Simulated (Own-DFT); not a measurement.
# Strain and stress in beta-Si3N4, 112 atoms (N64Si48)

Calculated results; nothing here was measured. The program, named Own-DFT, is a retired in-house plane-wave density functional code that no person has reviewed. Each row is one single-point run on a periodic cell that was not relaxed, without spin or spin-orbit coupling.

Settings of every run: PBEsol; PseudoDojo norm-conserving scalar-relativistic files, made for PBE; cutoff 42 hartree; 2 x 2 x 4 k mesh centred on Gamma; Fermi-Dirac smearing of 0.1 eV.

Known limits: forces on such cells moved up to 12 meV/angstrom on a denser k mesh; stress not checked against mesh or cutoff.

Unstrained cell vectors in Å: (15.212, 0.000, 0.000); (-7.606, 13.174, 0.000); (0.000, 0.000, 5.818). The unstrained cell has measured lattice constants (interpolated for alloys), not those of this functional. That, the random moves and any unrelaxed bonds set the pressure at no strain. Each run strains this cell uniformly, with the atoms carried along. Every atom was also moved at random, by a Gaussian of width 0.05 Å on each axis. Strain is the symmetric tensor, in per cent. Stress is positive in tension, and the pressure is minus a third of its trace.

```
run,e_xx (%),e_yy (%),e_zz (%),e_yz (%),e_xz (%),e_xy (%),s_xx (GPa),s_yy (GPa),s_zz (GPa),s_yz (GPa),s_xz (GPa),s_xy (GPa),P (GPa),E (meV/atom)
1,1.31,-0.03,0.22,-0.91,-0.75,-1.24,1.94,-1.68,-5.74,-2.00,-1.82,-6.05,1.83,9.2
2,-0.43,-1.22,-0.02,1.53,-1.80,1.10,-8.46,-13.16,-11.94,7.33,-8.15,7.43,11.19,43.1
3,-0.36,0.83,1.52,1.56,-1.09,-1.51,-3.68,0.75,-0.13,4.90,-1.74,-5.90,1.02,18.8
4,0.41,-0.89,-1.17,-0.66,-0.06,-0.33,-6.36,-7.14,-16.43,-2.11,-1.08,-2.29,9.97,12.1
5,-1.05,1.65,-0.87,0.32,-1.34,-0.61,-10.12,0.54,-11.14,2.67,-3.81,-1.13,6.91,13.6
6,0.64,0.26,-0.54,-1.53,-0.51,-1.93,-2.14,-4.15,-11.05,-5.65,-2.94,-8.12,5.78,38.2
7,1.43,-1.63,1.11,-0.23,-0.08,0.73,1.26,-10.88,-1.57,-1.46,-0.48,4.08,3.73,20.0
8,1.95,0.50,-1.83,-1.48,0.10,-0.40,4.44,0.55,-19.51,-4.04,0.01,-2.04,4.84,23.9
9,-1.95,-1.07,-1.98,-1.61,0.51,1.22,-16.64,-18.10,-27.44,-7.23,2.21,4.11,20.72,75.3
10,-1.04,1.04,0.30,-0.03,0.30,1.25,-9.26,0.42,-4.88,-0.84,1.74,4.82,4.57,0.0
11,-0.13,-1.18,-0.14,-1.03,1.14,0.96,-10.11,-10.97,-8.84,-4.64,6.20,4.02,9.97,20.4
12,1.06,-0.16,-1.03,0.25,1.58,1.02,0.63,-4.99,-15.49,0.46,5.16,3.86,6.62,19.9
13,-0.33,-0.76,-1.08,1.07,1.67,-1.69,-8.91,-10.92,-17.27,5.86,7.45,-6.38,12.37,37.3
14,0.00,0.03,-1.90,-0.98,-0.92,1.69,-7.50,-9.26,-18.41,-5.05,-1.77,7.92,11.73,36.4
15,1.56,0.12,-0.70,-0.64,-0.36,-1.15,?,?,?,?,?,?,?,?
```

E is the free energy for each atom above the lowest run shown.

## Worked fit

Each stress component was fitted by least squares to a constant and the strains of the runs shown, as fractions, with shears doubled. Shear strains stay in the fit of a normal stress only where such slopes are resolved. The slopes, in GPa:

```
stress,at no strain,per e_xx,per e_yy,per e_zz,scatter
s_xx,-5.2,518 ± 32,131 ± 36,84 ± 32,1.26
s_yy,-4.9,216 ± 40,556 ± 44,124 ± 40,1.54
s_zz,-8.5,98 ± 47,155 ± 53,652 ± 47,1.85
```

Each shear stress against twice its own strain: yz 214 ± 17, xz 200 ± 20, xy 216 ± 10 GPa. These are stiffnesses along x, y and z of the frame in which the cell vectors are given, which need not be the crystal's axes. The atoms are held to the strained lattice; where symmetry lets them move under strain, relaxing them would lower some slopes. The table should be nearly symmetric about its diagonal, and what it lacks of that shows the noise. A ninth of its sum, 282 ± 7 GPa, estimates the bulk modulus near the mean pressure of these runs, 7.9 GPa, so it lies above the value at zero pressure.

## Withheld run

Question: what normal stresses and pressure should run 15 give?

The fit gives s_xx = 2.4, s_yy = -1.7, s_zz = -11.3 and P = 3.6 GPa. The calculation gave 1.09, -2.73, -8.02 and P = 3.22 GPa.
